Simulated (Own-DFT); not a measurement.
Simulation results for Al$_{3}$GaN$_{4}$ (wurtzite random alloy, strained, atoms displaced)

A calculation, not a measurement: plane-wave PBE density functional theory by an unreviewed code, no spin, of a simulated periodic cell, stress positive in tension, free energy of the whole cell less one offset for each atom, forces on such cells passed a denser k mesh, this cell's mesh not checked; offsets are fitted by least squares, one for each functional and potential file, so energies compare only between cells with the same atoms and settings and are not formation energies; the far tail of each file's local potential was reset to the Coulomb form; each entry is a single point on an unrelaxed cell, so the pressure reflects the starting lattice, mostly measured values, from which strain is counted, and rises with the displacements; printed positions are rounded, which can move forces by about a meV/angstrom; the program is a retired in-house code; no spin-orbit coupling. Program: Own-DFT development build.

Settings shared by all entries: functional PBE; potential files PseudoDojo norm-conserving, scalar-relativistic, standard set with the stringent files for Ga; wave cutoff 96 hartree; occupations Gaussian; smearing width 0.01 eV; k mesh 4 x 4 x 3 centred on Gamma.

(1) Al$_{3}$GaN$_{4}$ (wurtzite random alloy, strained, atoms displaced)

```
Al3GaN4
1.0
      9.3703     0.0000     0.0000
     -4.6851     8.1149     0.0000
      0.0000     0.0000    10.0655
Al N Al N Ga Al N Al N Ga Al N Al Ga N Al Ga N Al N Al N Ga Al N Al N Al Ga N Al Ga N Al N Al N Al N Ga Al N Ga Al N
2 2 2 2 1 1 2 2 2 1 1 2 1 1 2 1 1 2 2 2 2 2 1 1 2 2 2 1 1 2 1 1 2 2 2 2 2 2 2 1 1 2 1 1 2
Direct
  0.10956 0.21777 0.99765
  0.22378 0.10929 0.24814
  0.11202 0.22253 0.18879
  0.22819 0.11517 0.44095
  0.10776 0.21836 0.49935
  0.21912 0.10826 0.74472
  0.11005 0.22611 0.68699
  0.22317 0.11184 0.94407
  0.10753 0.55405 0.00482
  0.22256 0.44231 0.25446
  0.11768 0.56442 0.18182
  0.21647 0.44910 0.44554
  0.11790 0.55853 0.50284
  0.21919 0.44065 0.75081
  0.10873 0.55311 0.68483
  0.21642 0.43779 0.94544
  0.11673 0.88702 0.00035
  0.21755 0.78135 0.25093
  0.10391 0.88503 0.18487
  0.21593 0.76947 0.44561
  0.10971 0.88808 0.50300
  0.21385 0.76590 0.75558
  0.10257 0.87501 0.69170
  0.22149 0.77788 0.93199
  0.43745 0.21656 0.00390
  0.56495 0.11796 0.25015
  0.44676 0.23129 0.18468
  0.56491 0.12849 0.44537
  0.45258 0.22645 0.50164
  0.55150 0.10942 0.74400
  0.44642 0.22344 0.69033
  0.56610 0.11443 0.93948
  0.43224 0.54415 0.99949
  0.55894 0.45370 0.24960
  0.43969 0.54595 0.18048
  0.56288 0.44127 0.43954
  0.44949 0.55736 0.50165
  0.55599 0.44412 0.73651
  0.45268 0.55322 0.69013
  0.55231 0.44240 0.93745
  0.44101 0.88163 0.00634
  0.54119 0.77560 0.24578
  0.44060 0.87916 0.18812
  0.55344 0.78470 0.43790
  0.44287 0.88917 0.50424
  0.54896 0.76807 0.75257
  0.44148 0.89959 0.69950
  0.55287 0.77641 0.93861
  0.77934 0.22904 0.99996
  0.88911 0.10908 0.23738
  0.77350 0.22045 0.18341
  0.89217 0.10855 0.44061
  0.76142 0.21616 0.49548
  0.89137 0.09784 0.74846
  0.77870 0.21511 0.68953
  0.88583 0.10826 0.93927
  0.78081 0.55683 0.99645
  0.88889 0.44704 0.24743
  0.78814 0.55751 0.19717
  0.88854 0.44528 0.44541
  0.78631 0.56231 0.50429
  0.88939 0.43648 0.74207
  0.78344 0.55217 0.68017
  0.89347 0.45318 0.93576
  0.78413 0.89272 0.00855
  0.90067 0.79092 0.25704
  0.76506 0.88801 0.19541
  0.89238 0.78395 0.44150
  0.76712 0.87983 0.50202
  0.89358 0.77790 0.75625
  0.78674 0.89728 0.69186
  0.87346 0.77359 0.94296
```

* free energy of cell above offsets: -22.551 eV
* pressure: 7.35 GPa
* stress xx: -7.55 GPa
* stress yy: -6.6 GPa
* stress zz: -7.9 GPa
* stress yz: -0.84 GPa
* stress xz: -0.11 GPa
* stress xy: 0.27 GPa

Force:
| element | x (eV/Å) | y (eV/Å) | z (eV/Å) |
| --- | --- | --- | --- |
| Al | -0.529 | 0.038 | 0.304 |
| Al | -0.093 | 0.837 | 0.201 |
| N | 1.052 | 0.276 | -0.281 |
| N | 0.122 | -0.645 | -0.097 |
| Al | -0.207 | 0.583 | -0.261 |
| Al | 0.39 | 0.023 | 0.583 |
| N | 1.103 | -0.93 | 0.497 |
| N | -0.394 | -0.092 | -1.505 |
| Ga | 0.468 | 0.234 | -2.152 |
| Al | -0.492 | 0.312 | -0.549 |
| N | -0.1 | -0.882 | 4.038 |
| N | 1.867 | -1.363 | -1.361 |
| Al | -2.078 | -1.11 | -0.209 |
| Al | 0.054 | 0.427 | 0.151 |
| N | 1.147 | -1.152 | 0.942 |
| N | 0.189 | -0.139 | -1.813 |
| Ga | -1.557 | -0.173 | -1.126 |
| Al | 0.735 | -0.761 | 0.428 |
| N | 1.292 | 1.339 | 1.921 |
| N | 0.196 | 2.319 | -1.261 |
| Al | 0.225 | 0.238 | 0.173 |
| Ga | 0.433 | 0.904 | -2.2 |
| N | -0.281 | 2.362 | -0.455 |
| N | 1.153 | 0.009 | 3.412 |
| Al | 1.854 | 1.196 | -1.759 |
| Ga | -1.884 | -0.804 | -0.082 |
| N | -0.183 | -0.873 | 1.559 |
| N | -2.59 | -4.203 | -1.512 |
| Al | -1.611 | 0.071 | 0.08 |
| Al | 1.331 | 1.727 | 2.176 |
| N | -0.822 | -0.518 | -0.624 |
| N | -2.022 | -0.911 | 0.278 |
| Al | 1.547 | 1.166 | -1.088 |
| Al | 1.131 | -0.568 | -0.221 |
| N | -0.617 | 1.213 | 2.328 |
| N | -0.552 | 1.068 | -0.208 |
| Ga | -0.449 | -0.454 | -0.881 |
| Al | 1.85 | -0.315 | 2.435 |
| N | -2.21 | -0.653 | -0.017 |
| N | 0.289 | -0.137 | -0.34 |
| Al | 0.424 | 1.295 | -2.375 |
| Al | 2.42 | -1.337 | 0.7 |
| N | -2.45 | 1.376 | 0.623 |
| N | -1.115 | -0.894 | -0.594 |
| Al | -0.646 | 0.54 | 0.465 |
| Ga | 0.236 | 2.324 | 0.233 |
| N | 0.814 | -2.445 | -2.546 |
| N | -0.588 | -1.045 | 1.684 |
| Al | 0.297 | -0.397 | -1.476 |
| Ga | -0.443 | 0.662 | 2.368 |
| N | 1.314 | 1.975 | 0.19 |
| N | -1.448 | 0.541 | -0.449 |
| Al | 5.877 | 2.518 | 1.994 |
| Al | -1.723 | 3.301 | 0.799 |
| N | -0.397 | -0.171 | -0.333 |
| N | 0.61 | 1.517 | -0.041 |
| Al | -1.301 | -0.725 | 0.854 |
| Al | 1.223 | -0.419 | 1.291 |
| N | -1.962 | 1.168 | -1.255 |
| N | 0.682 | -0.169 | -1.153 |
| Al | 0.151 | -0.455 | -2.225 |
| Al | -0.502 | -0.077 | 0.348 |
| N | -0.852 | 0.555 | 2.667 |
| N | -0.689 | -1.277 | -0.569 |
| Ga | -2.11 | -0.518 | -0.719 |
| Al | -2.149 | -1.991 | -0.57 |
| N | 1.307 | -1.69 | 0.477 |
| N | 0.744 | -0.77 | -0.202 |
| Ga | 1.009 | 1.947 | -0.018 |
| Al | -1.504 | -0.997 | -0.574 |
| N | 0.207 | -3.668 | -0.113 |
| N | 2.807 | -0.334 | -0.983 |

(2) Al$_{3}$GaN$_{4}$ (wurtzite random alloy, strained, atoms displaced)

```
Al3GaN4
1.0
      9.3703     0.0000     0.0000
     -4.6851     8.1149     0.0000
      0.0000     0.0000    10.0655
Al N Al Ga N Ga Al N Al N Ga Al N Al N Ga Al N Ga Al N Al N Al N Ga Al N Al N Al Ga N Al N Al N Al N Ga Al N Al Ga N
2 2 1 1 2 1 1 2 2 2 1 1 2 2 2 1 1 2 1 1 2 2 2 2 2 1 1 2 2 2 1 1 2 2 2 2 2 2 2 1 1 2 1 1 2
Direct
  0.11156 0.22311 0.01004
  0.21305 0.10476 0.26024
  0.11914 0.23203 0.19020
  0.22933 0.11075 0.44371
  0.12426 0.22318 0.49359
  0.23648 0.11628 0.74644
  0.11360 0.21884 0.68971
  0.21832 0.11415 0.94088
  0.11288 0.55672 0.99612
  0.22082 0.44248 0.25443
  0.10399 0.54612 0.18599
  0.22085 0.43856 0.44118
  0.11599 0.55675 0.50276
  0.21964 0.43880 0.73498
  0.10444 0.55304 0.69315
  0.21930 0.44681 0.93600
  0.11381 0.89391 0.99889
  0.21054 0.77104 0.24890
  0.10900 0.88142 0.18947
  0.22639 0.78942 0.43861
  0.10738 0.88989 0.49691
  0.22356 0.77843 0.74102
  0.10353 0.88987 0.67935
  0.21163 0.76910 0.93742
  0.45538 0.22557 0.00725
  0.55433 0.10652 0.24494
  0.45007 0.22483 0.18577
  0.55518 0.10482 0.44102
  0.44967 0.22191 0.50329
  0.54614 0.10163 0.74698
  0.44736 0.22976 0.69885
  0.54791 0.10810 0.93569
  0.45171 0.56375 0.99456
  0.55201 0.44140 0.25111
  0.44652 0.55510 0.19078
  0.56221 0.44667 0.44318
  0.44713 0.55408 0.49418
  0.54504 0.43441 0.74844
  0.44056 0.55493 0.68919
  0.54936 0.44814 0.93988
  0.44223 0.89159 0.00477
  0.55887 0.78068 0.24795
  0.44359 0.89058 0.19355
  0.54766 0.77257 0.43984
  0.44170 0.89468 0.49581
  0.54173 0.76958 0.74250
  0.43622 0.88405 0.68684
  0.55178 0.77345 0.94415
  0.77860 0.22736 0.00656
  0.89995 0.11581 0.24774
  0.77060 0.22032 0.19009
  0.89281 0.11537 0.44212
  0.77548 0.22172 0.50248
  0.89338 0.11516 0.75153
  0.77574 0.22290 0.69412
  0.88543 0.11374 0.93403
  0.77597 0.55441 0.00803
  0.88146 0.44177 0.24167
  0.76534 0.55251 0.19956
  0.88990 0.44572 0.43656
  0.78867 0.56181 0.49542
  0.89878 0.45297 0.75638
  0.77715 0.55589 0.69306
  0.88991 0.44617 0.94071
  0.79438 0.89850 0.99306
  0.87892 0.77366 0.25089
  0.78287 0.88980 0.19276
  0.89074 0.78615 0.44102
  0.77578 0.89273 0.49634
  0.88758 0.78495 0.74357
  0.77884 0.88763 0.68595
  0.89773 0.78106 0.94476
```

* free energy of cell above offsets: -23.671 eV
* pressure: 6.8 GPa
* stress xx: -6.57 GPa
* stress yy: -8.58 GPa
* stress zz: -5.26 GPa
* stress yz: 0.42 GPa
* stress xz: 0.75 GPa
* stress xy: 0.56 GPa

Force:
| element | x (eV/Å) | y (eV/Å) | z (eV/Å) |
| --- | --- | --- | --- |
| Al | 0.045 | 1.004 | -3.009 |
| Al | 1.591 | 0.181 | -2.103 |
| N | 1.085 | -1.165 | 0.864 |
| N | -0.935 | -0.232 | -0.856 |
| Al | -2.049 | -0.782 | 1.836 |
| Ga | -3.046 | -1.818 | 1.511 |
| N | -0.664 | 0.389 | -1.41 |
| N | 0.414 | 0.705 | 0.306 |
| Ga | 0.284 | -0.736 | 0.387 |
| Al | 0.185 | 1.66 | -0.897 |
| N | 0.02 | 0.659 | 1.836 |
| N | 0.155 | 1.128 | 0.027 |
| Al | -1.072 | 0.017 | -0.652 |
| Al | -0.417 | 0.299 | 2.335 |
| N | 1.797 | 0.755 | -1.492 |
| N | 1.812 | -1.14 | -0.472 |
| Ga | 0.916 | 0.039 | 0.055 |
| Al | 1.44 | -0.131 | 0.13 |
| N | -1.395 | 0.967 | 1.526 |
| N | -0.314 | -1.885 | -0.003 |
| Al | 0.348 | -0.138 | 0.062 |
| Al | -1.908 | -0.482 | 1.302 |
| N | 2.54 | 0.149 | 0.718 |
| N | 0.833 | 2.318 | -1.502 |
| Ga | -2.213 | 0.187 | -2.221 |
| Al | -0.726 | 0.492 | 1.197 |
| N | -0.795 | -0.892 | 3.624 |
| N | 0.538 | 1.203 | -0.796 |
| Ga | 0.486 | 0.67 | 0.024 |
| Al | 1.138 | 1.358 | 0.677 |
| N | 2.527 | -1.718 | -1.943 |
| N | 1.868 | 0.561 | -0.253 |
| Al | -1.605 | -1.84 | 1.085 |
| Al | -0.841 | -0.266 | 0.46 |
| N | -0.633 | 0.168 | 0.178 |
| N | -0.331 | 0.263 | -0.645 |
| Al | -0.003 | 0.082 | 0.723 |
| Al | 1.029 | 3.872 | 1.11 |
| N | 0.372 | -0.79 | -1.11 |
| N | 1.833 | 0.24 | -0.357 |
| Ga | 0.028 | -1.133 | -0.878 |
| Al | -0.373 | -0.529 | -0.002 |
| N | -0.231 | -1.028 | 0.745 |
| N | 0.327 | 1.057 | -0.182 |
| Al | 0.903 | -1.572 | 0.228 |
| Al | 1.593 | 1.181 | 1.281 |
| N | 0.537 | 0.638 | -0.596 |
| N | 0.407 | 1.657 | -1.737 |
| Al | -0.084 | -0.848 | -2.055 |
| Ga | -1.71 | -0.411 | 0.905 |
| N | 0.563 | 0.243 | -0.225 |
| N | 0.295 | 0.098 | 0.147 |
| Al | 0.666 | 0.645 | 0.141 |
| Al | -0.381 | -0.441 | -1.223 |
| N | -0.008 | -0.053 | -0.427 |
| N | 0.467 | 1.679 | 1.543 |
| Al | -0.473 | 0.546 | -1.381 |
| Al | 0.518 | 0.265 | 1.46 |
| N | 1.586 | 0.419 | -1.364 |
| N | 0.635 | -0.095 | -0.122 |
| Al | -0.702 | -0.312 | 1.271 |
| Al | -2.486 | -1.42 | -0.598 |
| N | 0.024 | -0.934 | -0.826 |
| N | -1.645 | -0.726 | 0.866 |
| Ga | -1.84 | -1.362 | 0.753 |
| Al | 1.38 | 0.315 | 0.224 |
| N | -0.846 | 0.022 | -0.288 |
| N | -0.148 | -0.728 | -0.825 |
| Al | -0.084 | -0.197 | 0.471 |
| Ga | 0.851 | -1.657 | 1.373 |
| N | -3.012 | 1.299 | -0.171 |
| N | -1.064 | -1.968 | -0.76 |

(3) Al$_{3}$GaN$_{4}$ (wurtzite random alloy, strained, atoms displaced)

```
Al3GaN4
1.0
      9.3703     0.0000     0.0000
     -4.6851     8.1149     0.0000
      0.0000     0.0000    10.0655
Al N Al N Al Ga N Al N Ga Al N Al N Ga N Ga Al N Al N Al N Al N Al Ga N Ga Al N Al N Al Ga N Al N Ga Al N Al N
2 2 2 2 1 1 2 2 2 1 1 2 2 2 2 2 1 1 2 2 2 2 2 2 2 1 1 2 1 1 2 2 2 1 1 2 2 2 1 1 2 2 2
Direct
  0.12273 0.21825 0.00414
  0.22213 0.11152 0.24540
  0.10813 0.22093 0.18417
  0.22438 0.11083 0.43570
  0.10167 0.22799 0.49019
  0.22472 0.10839 0.75159
  0.11358 0.22122 0.68986
  0.22486 0.10817 0.93474
  0.12211 0.55624 0.00128
  0.21244 0.43869 0.24436
  0.10376 0.55388 0.19043
  0.22340 0.45545 0.44792
  0.10389 0.54126 0.49587
  0.23156 0.44491 0.74793
  0.11351 0.56158 0.68765
  0.21876 0.45413 0.93292
  0.10939 0.88010 0.98942
  0.20550 0.77425 0.26355
  0.10619 0.89765 0.18615
  0.21992 0.77165 0.44717
  0.11903 0.88933 0.49543
  0.21767 0.77843 0.74795
  0.10231 0.88786 0.68274
  0.21577 0.78072 0.94599
  0.44704 0.21533 0.99973
  0.55473 0.11258 0.25659
  0.44728 0.22509 0.19238
  0.54932 0.11103 0.44368
  0.44072 0.22238 0.50205
  0.54597 0.09784 0.74686
  0.44166 0.22430 0.68700
  0.56453 0.11973 0.94042
  0.45093 0.55901 0.00452
  0.54932 0.45314 0.25570
  0.43555 0.55287 0.19179
  0.55623 0.44660 0.43706
  0.44437 0.55573 0.48374
  0.55056 0.44044 0.75724
  0.44279 0.55000 0.69579
  0.55550 0.44306 0.93796
  0.44146 0.88885 0.99735
  0.56172 0.77546 0.24977
  0.44692 0.88764 0.18774
  0.56524 0.77734 0.43622
  0.44314 0.90240 0.50199
  0.54955 0.77512 0.75593
  0.43976 0.88984 0.68031
  0.55983 0.77911 0.94217
  0.77245 0.21295 0.00143
  0.89270 0.11622 0.25239
  0.77894 0.22024 0.18467
  0.89006 0.11696 0.42950
  0.78239 0.22906 0.49718
  0.88603 0.10470 0.75052
  0.77076 0.22944 0.69454
  0.89431 0.11007 0.94798
  0.78848 0.55689 0.00383
  0.89261 0.44206 0.24697
  0.79271 0.56248 0.18749
  0.88840 0.44068 0.44231
  0.78280 0.56150 0.49910
  0.88520 0.44534 0.74835
  0.76668 0.54892 0.68459
  0.90090 0.44649 0.93442
  0.78409 0.88892 0.99740
  0.90699 0.78759 0.24894
  0.78094 0.88457 0.18883
  0.88380 0.76850 0.44522
  0.77561 0.87857 0.49656
  0.88845 0.77329 0.74710
  0.77531 0.89741 0.68264
  0.89499 0.77799 0.93660
```

* free energy of cell above offsets: -21.775 eV
* pressure: 7.73 GPa
* stress xx: -8.29 GPa
* stress yy: -7.04 GPa
* stress zz: -7.85 GPa
* stress yz: -0.59 GPa
* stress xz: 0.9 GPa
* stress xy: -0.33 GPa

Force:
| element | x (eV/Å) | y (eV/Å) | z (eV/Å) |
| --- | --- | --- | --- |
| Al | -1.918 | 0.913 | -2.144 |
| Al | 0.468 | 0.713 | 0.609 |
| N | 0.742 | -0.769 | 1.033 |
| N | -1.978 | -0.375 | -0.672 |
| Al | 2.371 | -0.547 | 1.976 |
| Al | -1.084 | 0.302 | -1.539 |
| N | -0.649 | -0.144 | -0.582 |
| N | -0.336 | 0.323 | 0.424 |
| Al | -2.706 | 0.352 | -0.197 |
| Ga | 0.055 | 0.893 | 1.069 |
| N | 1.707 | 2.018 | -0.627 |
| N | 1.466 | -2.261 | -1.852 |
| Al | -1.288 | 2.638 | 2.272 |
| Al | -2.307 | -0.442 | -0.223 |
| N | 0.028 | -0.986 | -0.096 |
| N | 3.455 | -1.622 | 1.305 |
| Ga | -1.977 | 2.453 | 2.047 |
| Al | 2.007 | 0.65 | -2.245 |
| N | 2.809 | -0.023 | 0.494 |
| N | -0.04 | 0.246 | -0.829 |
| Al | -1.801 | 0.089 | 0.863 |
| Al | -0.165 | -0.493 | -0.347 |
| N | 1.388 | 0.319 | 0.881 |
| N | 4.628 | -1.745 | -2.29 |
| Ga | -0.782 | 1.298 | 0.646 |
| Ga | 0.449 | -0.524 | -1.166 |
| N | -1.253 | 0.814 | 0.17 |
| N | 1.833 | 0.743 | 0.264 |
| Ga | -0.188 | 0.989 | -0.247 |
| Al | 0.197 | 2.828 | 0.321 |
| N | 0.501 | -0.947 | 2.003 |
| N | -1.072 | -3.521 | -2.026 |
| Al | -0.677 | -0.701 | -1.214 |
| Al | 2.366 | -1.056 | -1.488 |
| N | 1.137 | 0.767 | -0.4 |
| N | 0.232 | 0.569 | 0.108 |
| Al | 0.292 | 0.584 | 2.648 |
| Al | 0.393 | 0.252 | -1.574 |
| N | 0.666 | 0.559 | -1.751 |
| N | 0.385 | 1.042 | 1.566 |
| Al | 0.453 | 0.381 | 1.094 |
| Al | -1.024 | 1.033 | -0.358 |
| N | -0.85 | -0.982 | 0.489 |
| N | -1.96 | 0.162 | 0.018 |
| Al | 1.459 | -2.615 | -1.337 |
| Ga | 0.597 | -0.166 | -1.694 |
| N | -0.541 | -0.593 | 2.006 |
| N | -1.403 | -0.242 | 0.829 |
| Ga | 1.864 | 2.054 | -0.869 |
| Al | -0.641 | -1.441 | -2.4 |
| N | 0.286 | -0.442 | 2.11 |
| N | -0.461 | -0.772 | 1.818 |
| Al | -0.853 | -1.6 | 1.422 |
| Al | -0.111 | 2.124 | 0.429 |
| N | 1.288 | -1.842 | -1.197 |
| N | 0.993 | 0.614 | -1.89 |
| Al | -0.195 | -0.719 | -1.204 |
| Ga | -1.816 | -0.957 | 0.589 |
| N | -2.206 | 0.323 | 0.667 |
| N | -0.6 | 0.769 | -0.307 |
| Al | -0.406 | -2.338 | 0.405 |
| Al | 0.667 | 0.516 | 0.175 |
| N | 0.547 | 0.845 | 0.827 |
| N | -1.036 | 0.514 | 0.951 |
| Ga | -0.001 | -0.068 | 0.747 |
| Al | -3.351 | -2.009 | 0.783 |
| N | 0.141 | 0.468 | 1.29 |
| N | 1.394 | 2.404 | -1.7 |
| Al | -0.083 | 1.543 | 0.332 |
| Al | -1.228 | -0.055 | -0.57 |
| N | 0.992 | -1.418 | 0.542 |
| N | -1.275 | -1.692 | -1.189 |

(4) Al$_{3}$GaN$_{4}$ (wurtzite random alloy, strained, atoms displaced)

```
Al3GaN4
1.0
      9.3703     0.0000     0.0000
     -4.6851     8.1149     0.0000
      0.0000     0.0000    10.0655
Al N Al N Al Ga N Al N Al N Al Ga N Al N Ga Al N Al N Ga Al N Al N Ga Al N Ga Al N Ga Al N Al Ga N Al N Ga Al N Al N
2 2 2 2 1 1 2 2 2 2 2 1 1 2 2 2 1 1 2 2 2 1 1 2 2 2 1 1 2 1 1 2 1 1 2 1 1 2 2 2 1 1 2 2 2
Direct
  0.12604 0.22892 0.99775
  0.23409 0.12428 0.24772
  0.10487 0.21702 0.18880
  0.22188 0.11033 0.43994
  0.11535 0.22152 0.49484
  0.22153 0.11751 0.75144
  0.11582 0.22541 0.68872
  0.21931 0.10608 0.94106
  0.11007 0.55529 0.00361
  0.22551 0.44532 0.23177
  0.11451 0.56237 0.18846
  0.21840 0.44469 0.43726
  0.10550 0.55283 0.49720
  0.21330 0.44519 0.75838
  0.11726 0.55227 0.69141
  0.21582 0.44423 0.93902
  0.11635 0.89103 0.00618
  0.22536 0.77975 0.25378
  0.10567 0.89294 0.19363
  0.22546 0.78321 0.44341
  0.10560 0.88855 0.50590
  0.21786 0.77332 0.74844
  0.11207 0.87942 0.68801
  0.22761 0.77803 0.94191
  0.44716 0.23108 0.99517
  0.56368 0.11932 0.24885
  0.45072 0.21782 0.19344
  0.55260 0.09810 0.44506
  0.44111 0.21542 0.49672
  0.54772 0.10820 0.74814
  0.43162 0.20775 0.68926
  0.55152 0.11051 0.93723
  0.43743 0.54698 0.00523
  0.55712 0.43838 0.25302
  0.45031 0.55572 0.18521
  0.54698 0.44326 0.44031
  0.44388 0.55662 0.49878
  0.54572 0.44264 0.74466
  0.44312 0.55827 0.68191
  0.55683 0.44822 0.94156
  0.43840 0.87752 0.99414
  0.54292 0.76957 0.25547
  0.44387 0.88754 0.19442
  0.55044 0.76982 0.44092
  0.44609 0.88718 0.49879
  0.54807 0.77202 0.74855
  0.45005 0.88660 0.68846
  0.55275 0.78411 0.94260
  0.77952 0.21533 0.99947
  0.89259 0.10958 0.25137
  0.78054 0.22128 0.18175
  0.88384 0.11099 0.44112
  0.77985 0.22582 0.50503
  0.89296 0.11133 0.76204
  0.77035 0.22231 0.68919
  0.89835 0.11426 0.93220
  0.78229 0.56411 0.99903
  0.88477 0.44315 0.24961
  0.76297 0.56057 0.19480
  0.89858 0.45500 0.44451
  0.78654 0.55871 0.51011
  0.88379 0.44656 0.74877
  0.77591 0.55487 0.68875
  0.89304 0.44522 0.93985
  0.78362 0.89310 0.00262
  0.89800 0.77852 0.25416
  0.77460 0.88420 0.19071
  0.89358 0.77915 0.44014
  0.77001 0.89130 0.50210
  0.89201 0.77522 0.73956
  0.78489 0.88795 0.69375
  0.88223 0.76472 0.94298
```

* free energy of cell above offsets: -23.143 eV
* pressure: 7.18 GPa
* stress xx: -7.29 GPa
* stress yy: -6.74 GPa
* stress zz: -7.51 GPa
* stress yz: 0.63 GPa
* stress xz: -0.02 GPa
* stress xy: 0.6 GPa

Force:
| element | x (eV/Å) | y (eV/Å) | z (eV/Å) |
| --- | --- | --- | --- |
| Al | -1.881 | -1.429 | 0.286 |
| Al | -0.783 | -1.957 | 0.728 |
| N | 1.371 | 0.164 | -1.056 |
| N | -0.964 | -0.738 | -0.86 |
| Al | -1.06 | 0.667 | 0.616 |
| Al | 0.021 | -1.717 | -0.24 |
| N | -0.805 | -0.077 | 0.339 |
| N | 0.532 | 1.004 | -0.087 |
| Al | -0.69 | 0.577 | -0.712 |
| Ga | -0.614 | -0.056 | 2.734 |
| N | -0.61 | 0.158 | -0.238 |
| N | -0.421 | -0.609 | -0.531 |
| Al | 2.643 | 1.414 | 0.784 |
| Al | 1.912 | -0.521 | -2.039 |
| N | -2.447 | -0.562 | -0.978 |
| N | 1.203 | 0.155 | 1.287 |
| Al | -0.582 | -1.184 | -0.493 |
| Al | -0.586 | 0.737 | 0.135 |
| N | 2.187 | 0.576 | -0.464 |
| N | -1.501 | -1.318 | -0.534 |
| Al | 1.313 | 0.335 | -1.392 |
| Ga | 1.71 | 0.159 | 0.486 |
| N | -1.994 | 2.006 | 0.379 |
| N | -1.722 | -0.692 | 0.435 |
| Al | 1.165 | -1.512 | 0.478 |
| Al | 0.795 | -2.32 | 0.503 |
| N | -1.238 | 1.251 | -1.155 |
| N | 0.046 | 3.304 | -2.369 |
| Ga | 0.356 | 0.453 | 0.462 |
| Al | 0.938 | -0.384 | 0.339 |
| N | 0.369 | 1.937 | 0.757 |
| N | -0.403 | -0.43 | 0.175 |
| Al | 0.594 | 2.109 | -1.666 |
| Al | -1.382 | 0.407 | 0.4 |
| N | 0.242 | -0.497 | 0.699 |
| N | 2.853 | -0.236 | -0.276 |
| Ga | -1.134 | -1.3 | -0.383 |
| Al | 0.626 | -0.225 | 0.289 |
| N | -0.251 | -0.879 | 3.134 |
| N | -0.461 | -0.147 | -0.974 |
| Al | -0.152 | 2.588 | 1.71 |
| Al | 1.475 | 1.123 | -1.047 |
| N | -0.152 | 0.405 | -0.723 |
| N | 1.083 | 1.719 | -0.905 |
| Ga | -0.35 | -1.473 | 0.82 |
| Al | 1.338 | 0.759 | 0.801 |
| N | -0.62 | 0.499 | 0.872 |
| N | 1.372 | -2.251 | -1.141 |
| Ga | -0.901 | 0.578 | -1.589 |
| Al | -1.206 | -0.946 | 0.045 |
| N | 0.218 | -0.437 | 2.652 |
| N | 1.534 | -0.275 | -0.602 |
| Ga | -0.188 | -0.145 | -0.556 |
| Al | -0.583 | -0.094 | -4.556 |
| N | 0.85 | 0.136 | 2.094 |
| N | 0.899 | 0.381 | 3.112 |
| Al | -0.002 | -2.954 | 1.196 |
| Ga | -0.139 | 0.715 | -0.171 |
| N | 2.738 | 0.089 | -1.141 |
| N | -1.956 | -1.115 | -0.571 |
| Al | -1.556 | -0.004 | -2.521 |
| Al | 1.266 | -0.715 | 0.61 |
| N | -0.495 | -0.493 | 0.902 |
| N | -0.803 | 0.69 | -0.189 |
| Ga | -0.34 | -0.978 | -0.287 |
| Al | -2.396 | -0.14 | -0.076 |
| N | -0.024 | 0.493 | 1.654 |
| N | -1.139 | -0.242 | 0.955 |
| Al | 1.268 | -0.398 | -0.034 |
| Al | -0.452 | 0.183 | 1.988 |
| N | -1.296 | 0.267 | -0.501 |
| N | 1.363 | 3.412 | -1.804 |
